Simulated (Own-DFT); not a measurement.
# Strain and stress in diamond silicon, 64 atoms (Si64)

Source: density functional calculations with Own-DFT, an unreviewed in-house program that is no longer used. Nothing was measured or relaxed, and spin and spin-orbit coupling are left out.

All runs used: PBE; PseudoDojo norm-conserving scalar-relativistic files; cutoff 20 hartree; 3 x 3 x 3 k mesh centred on Gamma; Fermi-Dirac smearing of 0.1 eV.

Limits: k mesh not checked against a denser one; stress not checked against mesh or cutoff.

Unstrained cell vectors in Å: (10.862, 0.000, 0.000); (0.000, 10.862, 0.000); (0.000, 0.000, 10.862). The unstrained cell has measured lattice constants (interpolated for alloys), not those of this functional. That, the random moves and any unrelaxed bonds set the pressure at no strain. A uniform strain is put on this cell, atoms riding along. Each coordinate of each atom was shifted by a normal deviate of width 0.05 Å. Strain is the symmetric tensor, in per cent. Stress is positive in tension, and the pressure is minus a third of its trace.

| run | e_xx (%) | e_yy (%) | e_zz (%) | e_yz (%) | e_xz (%) | e_xy (%) | s_xx (GPa) | s_yy (GPa) | s_zz (GPa) | s_yz (GPa) | s_xz (GPa) | s_xy (GPa) | P (GPa) | E (meV/atom) |
|---|---|---|---|---|---|---|---|---|---|---|---|---|---|---|
| 1 | 1.62 | 0.88 | 1.57 | -1.98 | 1.86 | -0.49 | 1.14 | 0.46 | 1.07 | -3.43 | 3.42 | -0.87 | -0.89 | 5.1 |
| 2 | -0.70 | -0.33 | 0.43 | -1.66 | -0.69 | 1.01 | -3.70 | -3.45 | -2.75 | -3.69 | -1.20 | 2.09 | 3.30 | 9.5 |
| 3 | -1.44 | 1.14 | -0.15 | 0.39 | 0.40 | 0.17 | -4.04 | -1.83 | -2.98 | 0.12 | 1.32 | 0.17 | 2.95 | 3.8 |
| 4 | -1.22 | 0.28 | 0.39 | 1.99 | 1.93 | 1.07 | -4.44 | -3.20 | -3.17 | 4.22 | 4.19 | 1.73 | 3.60 | 31.4 |
| 5 | -1.31 | -0.40 | 1.93 | -0.49 | -1.07 | -1.48 | -3.66 | -3.21 | -0.85 | -1.10 | -3.20 | -3.06 | 2.57 | 15.4 |
| 6 | 0.95 | -0.25 | 1.52 | 1.57 | 1.53 | -0.81 | -0.55 | -1.48 | -0.02 | 2.95 | 2.49 | -1.50 | 0.69 | 12.2 |
| 7 | -0.58 | -1.14 | 0.74 | 0.43 | -0.11 | 0.29 | -3.79 | -4.29 | -2.54 | 0.89 | 0.59 | -0.39 | 3.54 | 7.9 |
| 8 | 1.03 | 1.43 | -1.92 | -1.16 | 0.74 | -1.22 | -1.38 | -0.86 | -3.81 | -2.26 | 1.18 | -2.72 | 2.02 | 0.0 |
| 9 | -0.05 | -1.89 | 0.75 | 1.65 | 1.94 | -0.57 | -3.77 | -5.39 | -2.82 | 3.42 | 4.12 | -2.08 | 3.99 | 23.6 |
| 10 | 1.85 | 1.26 | -1.83 | -0.46 | 0.71 | -1.65 | -0.16 | -0.63 | -3.15 | -1.26 | 1.33 | -2.36 | 1.31 | 2.5 |
| 11 | 1.94 | -0.33 | -1.23 | 1.55 | -1.96 | -1.58 | -0.81 | -2.87 | -3.69 | 3.27 | -4.18 | -2.56 | 2.46 | 19.2 |
| 12 | -0.62 | 1.07 | 0.73 | 0.79 | -0.85 | 0.36 | -2.20 | -0.83 | -1.20 | 1.69 | -1.18 | 1.44 | 1.41 | 1.1 |
| 13 | -0.83 | -0.31 | 1.59 | 1.50 | -1.70 | 0.62 | -3.31 | -2.89 | -1.07 | 4.34 | -3.28 | 2.04 | 2.42 | 16.2 |
| 14 | 0.56 | 1.52 | 0.41 | -1.24 | -0.31 | 0.42 | -0.61 | 0.21 | -0.81 | -2.68 | -0.66 | 0.33 | 0.40 | 6.0 |
| 15 | -1.10 | 1.75 | 0.57 | 0.48 | -1.67 | 1.51 | ? | ? | ? | ? | ? | ? | ? | ? |

E is the free energy per atom, counted from the lowest run shown.

## Analysis

Least squares on the runs shown: each stress against a constant and the strains, taken as fractions with shears doubled. Shear strains stay in the fit of a normal stress only where such slopes are resolved. The slopes, in GPa:

| stress | at no strain | per e_xx | per e_yy | per e_zz | scatter |
|---|---|---|---|---|---|
| s_xx | -2.7 | 147 ± 4 | 71 ± 5 | 60 ± 4 | 0.16 |
| s_yy | -2.7 | 63 ± 4 | 159 ± 5 | 57 ± 5 | 0.17 |
| s_zz | -2.7 | 62 ± 5 | 65 ± 6 | 144 ± 5 | 0.20 |

The slope of each shear stress on twice its own strain, from a fit on all six strains: yz 106 ± 6, xz 101 ± 4, xy 97 ± 11 GPa. These are stiffnesses along x, y and z of the frame in which the cell vectors are given, which need not be the crystal's axes. The atoms are held to the strained lattice; where symmetry lets them move under strain, relaxing them would lower some slopes. Slopes across the diagonal should nearly agree, so their difference gauges the noise. A ninth of the table's sum, 92 ± 3 GPa, estimates the bulk modulus near the mean pressure of these runs, 2.1 GPa, so it lies above the value at zero pressure.

## Check

Question: what normal stresses and pressure should run 15 give?

The fitted form gives s_xx = -2.7, s_yy = -0.3, s_zz = -1.4 and P = 1.5 GPa. DFT gave -2.91, -0.29, -1.27 and P = 1.49 GPa.
